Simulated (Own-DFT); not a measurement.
# Computed records: Si₄₇N₆₄ (beta silicon nitride with one vacancy, atoms displaced)

All values are calculated (Own-DFT development build). A calculation, not a measurement: plane-wave PBE density functional theory by an unreviewed code, no spin, of a simulated periodic cell, stress positive in tension, free energy of the whole cell less one offset for each atom, defect cell not probed for a lower state with spin; forces on such cells moved up to 12 meV/angstrom on a denser k mesh; offsets are fitted by least squares, one for each functional and potential file, so energies compare only between cells with the same atoms and settings and are not formation energies; the far tail of each file's local potential was reset to the Coulomb form; each entry is a single point on an unrelaxed cell, so the pressure reflects the starting lattice, mostly measured values (interpolated for alloys), from which strain is counted, and rises with the displacements; printed positions are rounded, which can move forces by about a meV/angstrom; the program, named Own-DFT, is a retired in-house code; no spin-orbit coupling; before rounding, a Quantum ESPRESSO 7.3.1 run of the same cell and cutoff gave forces within 1 meV/angstrom rms on each cell, which checks the program and not the settings.

Settings shared by all entries: functional PBE; potential files PseudoDojo norm-conserving, scalar-relativistic, standard set; wave cutoff 42 hartree; occupations Fermi-Dirac; smearing width 0.1 eV; k mesh 2 x 2 x 4 centred on Gamma.

(1) Si₄₇N₆₄ (beta silicon nitride with one vacancy, atoms displaced)

```
Si47N64
1.0
     15.2120     0.0000     0.0000
     -7.6060    13.1740     0.0000
      0.0000     0.0000     5.8180
Si N Si N Si N Si N Si N Si N Si N Si N
6 8 5 8 6 8 6 8 6 8 6 8 6 8 6 8
Direct
  0.08604 0.38425 0.12824
  0.11068 0.19917 0.13113
  0.29002 0.41502 0.12267
  0.42712 0.12257 0.36867
  0.38989 0.30134 0.36427
  0.19861 0.08884 0.38725
  0.16237 0.01252 0.12499
  0.46962 0.14378 0.11454
  0.35224 0.32912 0.13166
  0.33233 0.48238 0.38090
  0.02353 0.35484 0.39887
  0.14898 0.17507 0.35443
  0.15064 0.32841 0.14797
  0.33173 0.16431 0.36325
  0.08637 0.38554 0.60777
  0.11863 0.20391 0.60995
  0.30350 0.42038 0.64089
  0.40822 0.11835 0.86954
  0.20470 0.08528 0.86074
  0.16908 0.01981 0.61274
  0.47427 0.14269 0.62301
  0.34740 0.33506 0.61987
  0.33971 0.48201 0.89789
  0.02204 0.34994 0.90136
  0.14585 0.15562 0.85700
  0.16247 0.33402 0.62049
  0.32828 0.17024 0.88276
  0.09577 0.88384 0.12874
  0.12751 0.70836 0.12013
  0.30149 0.90328 0.10610
  0.40240 0.60151 0.37415
  0.39606 0.79927 0.35976
  0.20588 0.58470 0.36581
  0.17102 0.52201 0.11953
  0.48438 0.64075 0.16152
  0.35236 0.83634 0.12063
  0.32861 0.98602 0.37109
  0.01055 0.85425 0.37709
  0.15760 0.66974 0.38092
  0.17123 0.84378 0.12454
  0.33243 0.67216 0.36667
  0.08827 0.89490 0.62977
  0.11489 0.69879 0.62277
  0.30303 0.91690 0.65148
  0.40449 0.61251 0.87051
  0.38649 0.80377 0.85799
  0.20811 0.58959 0.86210
  0.16052 0.51472 0.66171
  0.48832 0.65374 0.62618
  0.33879 0.82251 0.61263
  0.33071 0.98840 0.85620
  0.00871 0.85182 0.88927
  0.14892 0.66103 0.85392
  0.16560 0.83136 0.64677
  0.33121 0.66958 0.87790
  0.58113 0.38546 0.13293
  0.60734 0.20497 0.09880
  0.80220 0.41855 0.14182
  0.90832 0.11311 0.35605
  0.88544 0.30543 0.38195
  0.69825 0.09123 0.37152
  0.66242 0.00997 0.10095
  0.98580 0.15635 0.12881
  0.85448 0.34106 0.13025
  0.84362 0.49677 0.36485
  0.51867 0.34834 0.37269
  0.65738 0.17870 0.39486
  0.66426 0.33346 0.12611
  0.83580 0.16641 0.35928
  0.57973 0.37699 0.60531
  0.61012 0.19552 0.63453
  0.80008 0.41126 0.62633
  0.90702 0.12069 0.89189
  0.89524 0.30135 0.87578
  0.71032 0.09651 0.87226
  0.66437 0.00977 0.62827
  0.98140 0.14978 0.65332
  0.84097 0.33129 0.58632
  0.83679 0.49424 0.88845
  0.51938 0.35184 0.88204
  0.64958 0.17623 0.87307
  0.66373 0.32595 0.62759
  0.83377 0.16398 0.88575
  0.59046 0.88616 0.13133
  0.61715 0.70325 0.13108
  0.79357 0.90406 0.12922
  0.91913 0.61228 0.38159
  0.89252 0.79627 0.38682
  0.69878 0.58700 0.37186
  0.66366 0.51426 0.13499
  0.97376 0.64388 0.12008
  0.84669 0.82622 0.11495
  0.83585 0.98165 0.38489
  0.52458 0.85679 0.38190
  0.63452 0.66435 0.35973
  0.66812 0.83054 0.11150
  0.83035 0.66202 0.36552
  0.58556 0.89050 0.62243
  0.61454 0.69991 0.62793
  0.80405 0.91599 0.64545
  0.91289 0.61435 0.85973
  0.89109 0.79034 0.86746
  0.70432 0.58845 0.84584
  0.66324 0.51925 0.62358
  0.98605 0.64900 0.63673
  0.85148 0.83266 0.64514
  0.82332 0.98524 0.89046
  0.52380 0.86804 0.87061
  0.64683 0.65288 0.88952
  0.67488 0.82934 0.62827
  0.83853 0.66782 0.85916
```

```
free energy of cell above offsets : 22.928 eV
pressure                          : 12.55 GPa
stress xx                         : -10.75 GPa
stress yy                         : -11.31 GPa
stress zz                         : -15.59 GPa
stress yz                         : -1.62 GPa
stress xz                         : -2.15 GPa
stress xy                         : -0.72 GPa
```

Force:
| element | x (eV/Å) | y (eV/Å) | z (eV/Å) |
| --- | --- | --- | --- |
| Si | -0.037 | 3.564 | 3.746 |
| Si | -0.863 | 1.805 | -7.628 |
| Si | 1.746 | -6.19 | 4.151 |
| Si | -7.791 | -5.211 | 1.056 |
| Si | -1.035 | -2.171 | 3.744 |
| Si | 1.41 | 2.356 | -6.379 |
| N | -0.273 | 1.723 | 0.086 |
| N | 6.585 | 2.918 | -1.797 |
| N | -4.518 | 2.94 | -2.028 |
| N | -1.616 | -2.488 | 0.21 |
| N | -8.408 | -2.748 | -9.548 |
| N | 4.911 | -3.967 | 5.401 |
| N | 6.528 | 0.683 | -1.221 |
| N | 0.581 | 1.303 | 0.887 |
| Si | 6.187 | 2.25 | 11.2 |
| Si | -2.57 | 0.408 | 3.47 |
| Si | -0.11 | -5.213 | -1.265 |
| Si | -4.234 | 0.568 | -0.857 |
| Si | -0.944 | 1.323 | 3.696 |
| N | -0.508 | -2.236 | 2.128 |
| N | 4.705 | 2.398 | 1.887 |
| N | 0.39 | 0.351 | -1.862 |
| N | -0.901 | 2.926 | -3.679 |
| N | -4.189 | -1.197 | -6.452 |
| N | -2.157 | 1.581 | 1.339 |
| N | 2.381 | 1.249 | 0.905 |
| N | 2.423 | -0.686 | -0.456 |
| Si | -7.972 | 1.807 | 0.043 |
| Si | -2.963 | -1.283 | -0.416 |
| Si | -6.255 | 7.627 | 3.303 |
| Si | 1.252 | 7.174 | 1.511 |
| Si | -2.916 | -0.229 | 1.922 |
| Si | -1.325 | 1.953 | 2.827 |
| N | -0.105 | -2.987 | 0.068 |
| N | -1.528 | 1.012 | -5.574 |
| N | 4.545 | -2.726 | -0.892 |
| N | 2.409 | -0.845 | -0.072 |
| N | 7.224 | 3.063 | 0.332 |
| N | -0.551 | -0.846 | -2.15 |
| N | 6.281 | -5.603 | -0.135 |
| N | 2.746 | -2.608 | 0.284 |
| Si | 0.601 | -4.21 | 0.451 |
| Si | -0.945 | 3.009 | -0.511 |
| Si | -1.898 | -4.715 | -10.62 |
| Si | 3.631 | 2.337 | 2.042 |
| Si | 2.154 | -1.212 | 0.558 |
| Si | -1.795 | 2.751 | 5.207 |
| N | 0.496 | -3.504 | -8.769 |
| N | -4.094 | -2.39 | 1.209 |
| N | 1.067 | 2.051 | -0.164 |
| N | 1.076 | 1.647 | 7.096 |
| N | 7.799 | 3.867 | -0.814 |
| N | 0.471 | 0.625 | 4.251 |
| N | -0.804 | 1.11 | -0.62 |
| N | 2.322 | 1.185 | -0.389 |
| Si | 2.694 | 1.642 | -3.87 |
| Si | -0.907 | 1.606 | 5.146 |
| Si | -2.381 | -0.888 | -3.129 |
| Si | 1.674 | -0.932 | 4.882 |
| Si | 6.149 | -4.141 | -6.576 |
| Si | 2.307 | -1.32 | -0.289 |
| N | -0.458 | 5.171 | 2.904 |
| N | -1.332 | -1.189 | -0.473 |
| N | 0.978 | -0.358 | -1.976 |
| N | -0.632 | -8.316 | 3.578 |
| N | -2.972 | -2.089 | -0.908 |
| N | 0.333 | -2.819 | -4.354 |
| N | 0.595 | 1.041 | 0.469 |
| N | -3.445 | 1.773 | 0.662 |
| Si | 2.626 | 2.524 | 7.81 |
| Si | -3.433 | 2.613 | -2.804 |
| Si | -4.717 | 2.508 | 0.766 |
| Si | 7.185 | -4.091 | -1.604 |
| Si | -2.136 | -0.484 | 0.825 |
| Si | -2.753 | -4.187 | -0.35 |
| N | 0.031 | 7.286 | -1.253 |
| N | 0.458 | 0.361 | -3.759 |
| N | -0.011 | 0.718 | 9.376 |
| N | 0.276 | -6.876 | -2.077 |
| N | 0.342 | -0.541 | -2.464 |
| N | 5.262 | -3.927 | 1.237 |
| N | -0.7 | 2.68 | -0.458 |
| N | -5.08 | 5.999 | -0.761 |
| Si | 1.775 | -1.212 | -2.503 |
| Si | -2.558 | -0.141 | -5.353 |
| Si | 1.977 | 1.586 | 0.453 |
| Si | -2.268 | 6.194 | -0.926 |
| Si | -7.493 | -2.764 | -1.38 |
| Si | -0.573 | 1.548 | -0.698 |
| N | 0.273 | 0.329 | -1.955 |
| N | 4.865 | 3.006 | 0.258 |
| N | 0.241 | 0.107 | 1.868 |
| N | 0.066 | 0.043 | -1.191 |
| N | -2.606 | -1.366 | -2.838 |
| N | 6.696 | -3.427 | 7.39 |
| N | -3.052 | 0.012 | 0.524 |
| N | 1.015 | 1.344 | 1.045 |
| Si | 5.125 | -2.956 | 2.541 |
| Si | 1.264 | 0.35 | 0.552 |
| Si | -0.264 | -1.209 | -1.077 |
| Si | -0.936 | 2.129 | 3.699 |
| Si | -6.457 | 0.648 | 2.06 |
| Si | 2.321 | 0.097 | 6.221 |
| N | -0.024 | -4.108 | -3.785 |
| N | 1.494 | 0.307 | -3.626 |
| N | 0.379 | 0.306 | -2.582 |
| N | 1.187 | 1.135 | 0.594 |
| N | -3.155 | -3.25 | 1.554 |
| N | -3.608 | 2.949 | -1.634 |
| N | -3.094 | 1.36 | 0.027 |
| N | -1.164 | -3.084 | -0.504 |

(2) Si₄₇N₆₄ (beta silicon nitride with one vacancy, atoms displaced)

```
Si47N64
1.0
     15.2120     0.0000     0.0000
     -7.6060    13.1740     0.0000
      0.0000     0.0000     5.8180
Si N Si N Si N Si N Si N Si N Si N Si N
6 8 5 8 6 8 6 8 6 8 6 8 6 8 6 8
Direct
  0.09004 0.38408 0.12905
  0.11264 0.20241 0.13783
  0.29574 0.41346 0.11153
  0.40874 0.11022 0.39697
  0.38531 0.30802 0.38008
  0.21053 0.08081 0.37707
  0.16225 0.01292 0.11002
  0.48325 0.14782 0.11762
  0.34516 0.32316 0.10605
  0.33557 0.48969 0.38639
  0.01871 0.34977 0.35712
  0.14955 0.16519 0.36628
  0.16225 0.32795 0.11822
  0.32514 0.15619 0.38259
  0.08470 0.38442 0.60358
  0.11447 0.20751 0.62571
  0.41254 0.12109 0.87413
  0.38558 0.29529 0.86301
  0.20727 0.08899 0.88771
  0.16983 0.00953 0.63630
  0.48552 0.15184 0.63376
  0.34984 0.32802 0.62078
  0.31845 0.47656 0.87626
  0.01454 0.34859 0.85803
  0.14741 0.15847 0.87690
  0.17022 0.32537 0.63214
  0.32027 0.16060 0.86346
  0.08017 0.88093 0.12941
  0.11093 0.70028 0.13481
  0.29336 0.91379 0.12415
  0.41834 0.62412 0.36829
  0.38069 0.79924 0.34917
  0.20440 0.58763 0.38955
  0.15739 0.51538 0.14118
  0.47550 0.63358 0.11604
  0.34167 0.83259 0.12858
  0.33816 0.99195 0.36014
  0.02464 0.85159 0.35902
  0.15197 0.65298 0.37901
  0.17102 0.82387 0.12399
  0.33063 0.66761 0.35803
  0.08331 0.88302 0.60320
  0.11681 0.69863 0.63341
  0.29684 0.91385 0.64538
  0.40700 0.61134 0.87872
  0.37879 0.78889 0.90993
  0.19523 0.58453 0.88137
  0.17212 0.52296 0.64715
  0.48670 0.64910 0.64359
  0.34579 0.83686 0.61970
  0.33266 0.98469 0.86391
  0.01228 0.85197 0.88838
  0.15392 0.67202 0.86016
  0.16428 0.83480 0.58017
  0.33827 0.66990 0.87377
  0.58860 0.38527 0.11812
  0.62137 0.20781 0.13391
  0.80085 0.40836 0.09948
  0.90668 0.11390 0.37740
  0.89189 0.29821 0.39185
  0.69833 0.07815 0.36325
  0.66913 0.01517 0.11305
  0.97850 0.15196 0.13123
  0.84881 0.33447 0.09065
  0.82623 0.48379 0.38245
  0.51254 0.34890 0.37063
  0.64651 0.16164 0.37774
  0.66143 0.32590 0.13898
  0.83140 0.16701 0.37594
  0.58705 0.39300 0.64862
  0.61014 0.20641 0.62484
  0.79386 0.40822 0.63030
  0.90761 0.11444 0.88455
  0.88908 0.29270 0.87754
  0.70896 0.09160 0.85356
  0.66830 0.01598 0.61583
  0.98395 0.15584 0.61337
  0.84671 0.33378 0.63004
  0.82509 0.47191 0.88685
  0.51409 0.35704 0.86867
  0.65237 0.16742 0.87764
  0.67010 0.34525 0.61107
  0.82560 0.16522 0.88362
  0.59428 0.88830 0.14314
  0.60645 0.69866 0.12083
  0.79398 0.91267 0.13903
  0.91552 0.61732 0.39034
  0.88897 0.80165 0.36798
  0.69888 0.58575 0.36547
  0.66353 0.51165 0.12647
  0.97987 0.65005 0.13556
  0.84974 0.83836 0.13187
  0.83647 0.98608 0.37666
  0.52549 0.85389 0.39490
  0.65945 0.66961 0.40021
  0.66477 0.84229 0.13915
  0.83542 0.67005 0.37733
  0.58794 0.89036 0.61542
  0.61015 0.70127 0.65375
  0.79523 0.91215 0.63979
  0.91093 0.61524 0.88340
  0.88397 0.79638 0.87963
  0.70536 0.58049 0.86255
  0.66784 0.51731 0.61904
  0.98839 0.64841 0.61734
  0.84564 0.82821 0.60988
  0.83771 0.99148 0.86813
  0.50975 0.85523 0.87138
  0.64522 0.66708 0.85313
  0.66994 0.82540 0.63513
  0.82998 0.66219 0.88862
```

```
free energy of cell above offsets : 17.433 eV
pressure                          : 11.86 GPa
stress xx                         : -10.99 GPa
stress yy                         : -12.93 GPa
stress zz                         : -11.66 GPa
stress yz                         : 0.36 GPa
stress xz                         : -1 GPa
stress xy                         : -2.32 GPa
```

Force:
| element | x (eV/Å) | y (eV/Å) | z (eV/Å) |
| --- | --- | --- | --- |
| Si | 0.637 | 0.863 | -4.615 |
| Si | 0.497 | -2.105 | -2.849 |
| Si | 1.238 | -2.439 | 3.482 |
| Si | 0.224 | 4.825 | -3.695 |
| Si | 1.217 | -2.943 | -3.543 |
| Si | -6.895 | -2.63 | 0.101 |
| N | 0.578 | -2.049 | 3.905 |
| N | -0.002 | 0.642 | 1.805 |
| N | -1.71 | 2.125 | 2.611 |
| N | -0.112 | -0.666 | -2.686 |
| N | -2.019 | -0.508 | 2.365 |
| N | 1.21 | -1.497 | 2.688 |
| N | 0.122 | 1.998 | 0.527 |
| N | 5.456 | 6.201 | -0.092 |
| Si | 4.745 | 0.802 | 3.854 |
| Si | 2.896 | -6.662 | -0.067 |
| Si | -0.786 | -1.614 | 1.651 |
| Si | -2.394 | -0.735 | -0.482 |
| Si | -6.51 | -4.361 | -2.628 |
| N | -1.133 | 0.637 | -1.33 |
| N | -1.84 | -0.526 | -0.45 |
| N | -1.418 | 0.778 | 2.143 |
| N | 0.298 | 3.975 | -1.484 |
| N | 1.684 | 0.933 | 1.028 |
| N | -2.765 | 1.262 | 0.135 |
| N | -3.619 | 7.24 | -0.493 |
| N | 9.303 | 5.768 | 0.007 |
| Si | 6.133 | 2.942 | -6.418 |
| Si | 2.267 | -2.26 | -0.186 |
| Si | 0.403 | 1.574 | -0.179 |
| Si | -1.611 | -2.952 | 3.441 |
| Si | 1.59 | -0.473 | 7.736 |
| Si | 3.715 | -2.884 | -0.335 |
| N | 0.499 | -0.533 | -1.49 |
| N | 2.803 | 2.714 | 1.383 |
| N | -0.279 | 0.993 | -1.41 |
| N | -0.184 | -5.858 | 1.609 |
| N | -6.778 | -3.105 | 4.29 |
| N | -7.72 | 4.888 | -0.284 |
| N | -4.119 | 3.007 | -0.486 |
| N | 2.486 | 1.727 | 0.232 |
| Si | 2.588 | 1.249 | 5.166 |
| Si | -1.187 | 3.276 | -5.996 |
| Si | -1.293 | -2.479 | -6.507 |
| Si | -0.847 | -3.334 | -2.587 |
| Si | 0.429 | 4.001 | -6.228 |
| Si | 1.997 | 2.376 | 3.344 |
| N | -0.528 | -4.788 | -4.352 |
| N | -3.135 | -0.831 | -2.48 |
| N | 2.23 | -1.583 | 0.274 |
| N | -0.028 | 2.559 | 4.571 |
| N | 0.257 | -0.898 | -3.299 |
| N | 1.549 | -2.011 | 6.306 |
| N | 1.078 | -1.772 | 2.393 |
| N | -2.576 | -3.476 | 0.377 |
| Si | -0.452 | -2.451 | 2.548 |
| Si | -0.83 | -5.304 | -1.497 |
| Si | -2.948 | -3.128 | 10.51 |
| Si | 1.027 | 0.906 | 0.024 |
| Si | -3.98 | -0.845 | -2.333 |
| Si | -0.674 | 4.303 | -0.012 |
| N | -0.161 | 0.735 | -0.633 |
| N | 0.945 | 0.313 | -0.638 |
| N | 2.721 | -1.251 | 4.934 |
| N | 1.775 | 0.329 | -1.289 |
| N | 1.131 | 1.271 | 0.773 |
| N | 0.157 | -0.273 | 0.772 |
| N | 0.088 | 5.643 | -1.166 |
| N | -0.604 | -0.005 | 0.203 |
| Si | 1.717 | -1.8 | -6.838 |
| Si | 4.07 | 1.185 | 0.451 |
| Si | 0.73 | 1.998 | -2.094 |
| Si | 1.209 | 3.161 | -1.65 |
| Si | -2.532 | 0.861 | -1.839 |
| Si | -5.362 | -2.432 | 1.887 |
| N | 0.365 | -0.04 | 0.429 |
| N | -0.928 | -0.829 | 2.345 |
| N | 2.769 | -1.013 | -0.926 |
| N | -0.392 | 8.726 | -7.297 |
| N | 0.376 | -0.731 | 3.107 |
| N | -0.696 | 0.107 | -1.184 |
| N | -2.624 | -4.459 | 1.33 |
| N | 5.775 | 1.907 | -0.163 |
| Si | -6.685 | 1.167 | -3.26 |
| Si | 3.005 | 0.816 | 1.274 |
| Si | 0.486 | 0.88 | -1.65 |
| Si | -3.568 | -2.614 | -2.102 |
| Si | -0.313 | -1.875 | 0.621 |
| Si | 2.096 | 1.563 | 1.04 |
| N | -0.044 | 1.579 | -2.034 |
| N | 1.949 | 0.29 | -1.246 |
| N | 0.262 | -0.252 | -1.803 |
| N | -0.466 | -1.131 | 1.503 |
| N | -5.802 | -3.153 | -7.548 |
| N | -3.924 | 0.498 | -3.199 |
| N | 5.883 | -5.361 | -0.664 |
| N | 0.653 | -0.503 | -0.083 |
| Si | 3.252 | -1.442 | 8.484 |
| Si | -1.544 | 1.925 | -9.913 |
| Si | 1.139 | -0.792 | -2.359 |
| Si | 0.627 | -1.542 | -0.784 |
| Si | -1.6 | -0.266 | -1.134 |
| Si | -2.926 | 2.122 | 2.246 |
| N | -0.226 | -0.024 | -0.262 |
| N | -0.632 | -0.227 | 4.078 |
| N | 0.606 | 1.693 | 3.137 |
| N | -0.217 | -3.882 | 1.965 |
| N | 2.156 | 0.566 | 1.925 |
| N | 7.172 | -4.399 | 11.73 |
| N | -3.407 | 4.663 | 0.012 |
| N | 0.758 | 1.438 | -0.502 |

(3) Si₄₇N₆₄ (beta silicon nitride with one vacancy, atoms displaced)

```
Si47N64
1.0
     15.2120     0.0000     0.0000
     -7.6060    13.1740     0.0000
      0.0000     0.0000     5.8180
Si N Si N Si N Si N Si N Si N Si N Si N
6 8 6 8 6 8 6 8 6 8 6 8 5 8 6 8
Direct
  0.08141 0.37566 0.12602
  0.13318 0.20779 0.14110
  0.29613 0.40256 0.12850
  0.41217 0.11175 0.37870
  0.39197 0.29989 0.37014
  0.20108 0.08519 0.37760
  0.17296 0.01791 0.11865
  0.48009 0.15673 0.10581
  0.34236 0.32793 0.14223
  0.32836 0.49101 0.38695
  0.02178 0.36165 0.36440
  0.14748 0.16583 0.37506
  0.17540 0.34764 0.12996
  0.33538 0.16377 0.32956
  0.08569 0.37969 0.62391
  0.11095 0.20707 0.61241
  0.29061 0.41700 0.61889
  0.41108 0.11391 0.87633
  0.38303 0.29596 0.87114
  0.20708 0.09068 0.87336
  0.16635 0.03042 0.63685
  0.48757 0.14946 0.63195
  0.35055 0.32654 0.63345
  0.33613 0.47963 0.88597
  0.00501 0.35013 0.88414
  0.13743 0.15526 0.88809
  0.15906 0.33983 0.65136
  0.34910 0.18126 0.90712
  0.07812 0.87716 0.12406
  0.11035 0.69667 0.15419
  0.30453 0.92355 0.10749
  0.40443 0.60414 0.35660
  0.39323 0.80149 0.36459
  0.20517 0.58888 0.40284
  0.16650 0.51630 0.12736
  0.48563 0.66402 0.11683
  0.35249 0.83446 0.13274
  0.33527 0.99072 0.36600
  0.01918 0.85994 0.37417
  0.15085 0.66136 0.38307
  0.16661 0.83456 0.13180
  0.33511 0.66464 0.37604
  0.07069 0.88032 0.63732
  0.12557 0.71107 0.62344
  0.29177 0.91432 0.61136
  0.40808 0.61981 0.88666
  0.38228 0.79688 0.85779
  0.19559 0.58534 0.88226
  0.18389 0.51848 0.61494
  0.48533 0.64919 0.63226
  0.34791 0.83247 0.64264
  0.32387 0.98429 0.87439
  0.02312 0.85317 0.87331
  0.14321 0.66394 0.86528
  0.16471 0.83536 0.59990
  0.33576 0.67462 0.86401
  0.58510 0.38418 0.12152
  0.61957 0.20276 0.12657
  0.79739 0.41078 0.13802
  0.91829 0.11737 0.35239
  0.88786 0.30681 0.38623
  0.70780 0.08696 0.36538
  0.66262 0.00969 0.13128
  0.00510 0.17030 0.12198
  0.85106 0.33152 0.11707
  0.82036 0.48106 0.37157
  0.51138 0.34798 0.37245
  0.64008 0.15536 0.36707
  0.66471 0.33226 0.10949
  0.82614 0.16829 0.37582
  0.59544 0.37944 0.59441
  0.62054 0.20101 0.62465
  0.78913 0.40934 0.61542
  0.91500 0.11858 0.84849
  0.89129 0.30281 0.86275
  0.70322 0.08191 0.89297
  0.66436 0.01942 0.61052
  0.98876 0.15238 0.61334
  0.85410 0.33430 0.62112
  0.83724 0.48848 0.88496
  0.51250 0.34995 0.87583
  0.65051 0.16801 0.85553
  0.67187 0.33070 0.61134
  0.82522 0.15785 0.88728
  0.58480 0.87912 0.12996
  0.61402 0.70684 0.13541
  0.79151 0.90493 0.13233
  0.87327 0.78889 0.36657
  0.69221 0.58663 0.40046
  0.66390 0.51176 0.10095
  0.97982 0.65372 0.12571
  0.84670 0.83431 0.12915
  0.83389 0.98555 0.36189
  0.52943 0.85779 0.37124
  0.65700 0.66177 0.37994
  0.66263 0.83555 0.08130
  0.83585 0.67486 0.35060
  0.60114 0.89352 0.62949
  0.61301 0.68756 0.63487
  0.78657 0.90827 0.62193
  0.91833 0.61711 0.88188
  0.89146 0.81016 0.86843
  0.70661 0.58328 0.87106
  0.66712 0.50471 0.63078
  0.98766 0.66249 0.63018
  0.85091 0.83434 0.61767
  0.82828 0.98216 0.87116
  0.51356 0.86114 0.86040
  0.64833 0.67063 0.87078
  0.66377 0.84119 0.62903
  0.83037 0.66413 0.86631
```

```
free energy of cell above offsets : 21.522 eV
pressure                          : 11.96 GPa
stress xx                         : -13.45 GPa
stress yy                         : -10.32 GPa
stress zz                         : -12.11 GPa
stress yz                         : 3.24 GPa
stress xz                         : -2.78 GPa
stress xy                         : 0.5 GPa
```

Force:
| element | x (eV/Å) | y (eV/Å) | z (eV/Å) |
| --- | --- | --- | --- |
| Si | 1.568 | 3.554 | -2.209 |
| Si | -4.206 | 2.685 | -5.519 |
| Si | -0.78 | 5.972 | -0.288 |
| Si | 1.028 | 4.422 | -1.513 |
| Si | -3.992 | -4.274 | 1.881 |
| Si | 1.274 | 1.084 | -1.779 |
| N | -1.261 | -1.823 | 1.013 |
| N | 4.464 | -0.109 | 4.592 |
| N | 1.825 | -0.638 | -1.589 |
| N | 0.87 | -8.144 | -1.997 |
| N | -2.525 | -2.036 | 4.266 |
| N | 2.524 | -1.083 | 4.339 |
| N | -1.253 | -5.338 | 0.599 |
| N | -1.518 | 1.192 | 3.202 |
| Si | -7.036 | 5.202 | -0.272 |
| Si | 4.235 | 0.248 | 3.425 |
| Si | 2.041 | -0.774 | 3.42 |
| Si | -0.147 | 1.105 | -1.648 |
| Si | 1.368 | 3.873 | 2.237 |
| Si | 0.234 | 2.851 | 3.667 |
| N | 0.32 | -5.181 | -2.904 |
| N | -1.034 | -0.424 | -1.414 |
| N | -4.221 | 2.347 | -4.105 |
| N | 0.122 | 1.78 | -0.617 |
| N | 9.582 | 3.663 | -1.791 |
| N | 1.39 | 1.661 | -2.4 |
| N | 8.214 | -4.634 | -0.685 |
| N | -2.657 | -7.616 | -1.931 |
| Si | 4.992 | 2.989 | 2.598 |
| Si | -2.217 | 1.622 | -3.873 |
| Si | -0.56 | -5.616 | 4.755 |
| Si | 1.662 | 9.251 | 2.488 |
| Si | 0.717 | -1.085 | 2.556 |
| Si | 0.843 | 1.518 | -7.165 |
| N | -0.65 | -0.623 | 0.533 |
| N | 0.747 | -1.701 | 2.6 |
| N | -1.716 | 1.668 | -2.292 |
| N | 0.347 | -3.702 | 0.712 |
| N | -3.575 | -1.255 | 0.428 |
| N | -0.442 | 0.466 | 0.985 |
| N | 0.827 | -0.755 | -0.363 |
| N | -0.294 | 2.096 | -0.396 |
| Si | 7.178 | 3.515 | -8.537 |
| Si | -3.681 | -1.356 | -0.158 |
| Si | 1.629 | -0.571 | 0.639 |
| Si | 1.259 | -1.547 | -3.357 |
| Si | 2.699 | 1.671 | 5.675 |
| Si | 1.817 | 1.046 | -0.62 |
| N | -1.853 | -4.575 | 6.443 |
| N | -0.403 | -1.121 | -1.658 |
| N | -4.005 | 2.795 | -7.344 |
| N | 0.469 | 2.448 | -4.543 |
| N | -6.55 | -2.519 | 4.707 |
| N | 1.656 | -0.941 | 3.02 |
| N | -1.268 | 1.718 | 0.949 |
| N | -1.097 | -4.125 | 0.745 |
| Si | 0.649 | -0.668 | -2.281 |
| Si | -2.701 | -0.184 | -2.71 |
| Si | -0.044 | 0.922 | -2.472 |
| Si | -1.911 | 0.737 | -0.323 |
| Si | 1.689 | -2.848 | -5.412 |
| Si | -3.463 | -1.285 | 0.912 |
| N | 0.202 | 0.627 | -0.717 |
| N | -4.039 | -2.163 | -0.484 |
| N | -0.979 | 0.791 | 1.19 |
| N | 0.64 | -0.363 | 1.435 |
| N | 4.746 | 2.498 | -0.612 |
| N | 1.079 | 0.34 | 0.473 |
| N | 0.306 | -0.12 | 0.732 |
| N | 6.074 | 3.05 | -0.045 |
| Si | -3.504 | -1.306 | 4.151 |
| Si | -2.532 | -0.612 | -3.214 |
| Si | 5.451 | 5.626 | 1.444 |
| Si | -0.993 | -1.402 | 4.075 |
| Si | -8.078 | -5.697 | 2.22 |
| Si | -2.941 | -0.236 | -3.663 |
| N | 0.763 | 0.722 | 2.808 |
| N | -3.401 | -1.231 | -1.401 |
| N | -3.158 | 1.98 | 2.218 |
| N | -0.105 | -2.92 | -1.527 |
| N | 1.499 | 0.931 | -1.552 |
| N | 3.285 | -2.181 | 5.84 |
| N | -3.366 | -3.542 | 0.166 |
| N | 4.111 | 4.209 | -0.943 |
| Si | -2.067 | 2.175 | -4.64 |
| Si | 0.72 | -0.484 | -2.303 |
| Si | -1.415 | 3.451 | -2.719 |
| Si | 2.389 | 5.784 | 1.478 |
| Si | 12.54 | -6.187 | -3.848 |
| N | -1.171 | 0.452 | 4.816 |
| N | 2.683 | 1.524 | 1.368 |
| N | 0.913 | 0.008 | -2.24 |
| N | 0.148 | -0.21 | 1.33 |
| N | -4.108 | -2.418 | 3.448 |
| N | -10.24 | 6.821 | -0.873 |
| N | 3.423 | -2.193 | 2.369 |
| N | -1.106 | -8.049 | 0.627 |
| Si | -9.128 | 1.004 | -0.357 |
| Si | -5.694 | 3.398 | -3.746 |
| Si | 3.227 | 2.608 | 0.091 |
| Si | -2.116 | -0.862 | -1.963 |
| Si | -0.817 | -4.219 | 0.854 |
| Si | -1.467 | 0.82 | 0.22 |
| N | -1.064 | 3.028 | -1.269 |
| N | 1.548 | 0.423 | 0.781 |
| N | -1.81 | 1.426 | 0.4 |
| N | 1.381 | 0.829 | 0.211 |
| N | 2.097 | -0.147 | 1.437 |
| N | 4.578 | -2.545 | 5.767 |
| N | 6.973 | -6.707 | -1.051 |
| N | 1.345 | 3.714 | -0.003 |
